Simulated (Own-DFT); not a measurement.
# What a defect does to the pressure of its cell: L1_0 TiAl

No measurement is shown. These are fixed-geometry runs of a retired plane-wave code named Own-DFT, which no person has reviewed; spin and spin-orbit coupling are neglected.

Method: PBE; PseudoDojo norm-conserving scalar-relativistic files; cutoff 42 hartree; 4 x 4 x 4 k mesh centred on Gamma; cold (Marzari-Vanderbilt) smearing of 0.2 eV.

Keep in mind: forces on such cells failed a check on a denser k mesh; stress not checked against mesh or cutoff.

All runs share one cell, with vectors in Å (5.622, 5.622, 0.000); (-5.622, 5.622, 0.000); (0.000, 0.000, 8.133) and a volume of 514.0 Å³. Atoms were moved at random from their sites; u is the rms move along one axis. The defect's site can differ from row to row.

| cell | formula | u (Å) | P (GPa) |
|---|---|---|---|
| no defect | Al16Ti16 | 0.0193 | 1.18 |
| no defect | Al16Ti16 | 0.0210 | 1.18 |
| no defect | Al16Ti16 | 0.0476 | 1.76 |
| one Ti vacancy | Al16Ti15 | 0.0290 | 0.48 |
| one Ti vacancy | Al16Ti15 | 0.0309 | ? |
| one Ti vacancy | Al16Ti15 | 0.0309 | 0.49 |
| one Ti vacancy | Al16Ti15 | 0.0325 | 0.64 |
| two Al vacancies | Al14Ti16 | 0.0288 | -0.65 |
| two Al vacancies | Al14Ti16 | 0.0296 | -0.77 |
| two Al vacancies | Al14Ti16 | 0.0531 | 0.06 |

## What the rows give

P = P0 + c u² + a shift for each defect gives P0 = 1.01 GPa, c = 356 ± 30 GPa/Å² and a scatter of 0.07 GPa. The shifts, and each times the cell's volume:

- one Ti vacancy: -0.81 ± 0.05 GPa, -2.6 eV
- two Al vacancies: -2.00 ± 0.06 GPa, -6.4 eV (-3.2 eV for each of its 2 sites)

Against the defect-free cell, a freed cell would be larger where the shift is positive and smaller where it is negative (160.2 GPa Å³ is 1 eV). The atoms around the defects weren't relaxed, which would change these numbers.

## Withheld run

The question: what pressure belongs in the blank (one Ti vacancy, u = 0.0309 Å)?

The fitted form gives 0.54 ± 0.08 GPa. The hidden result is 0.52 GPa.
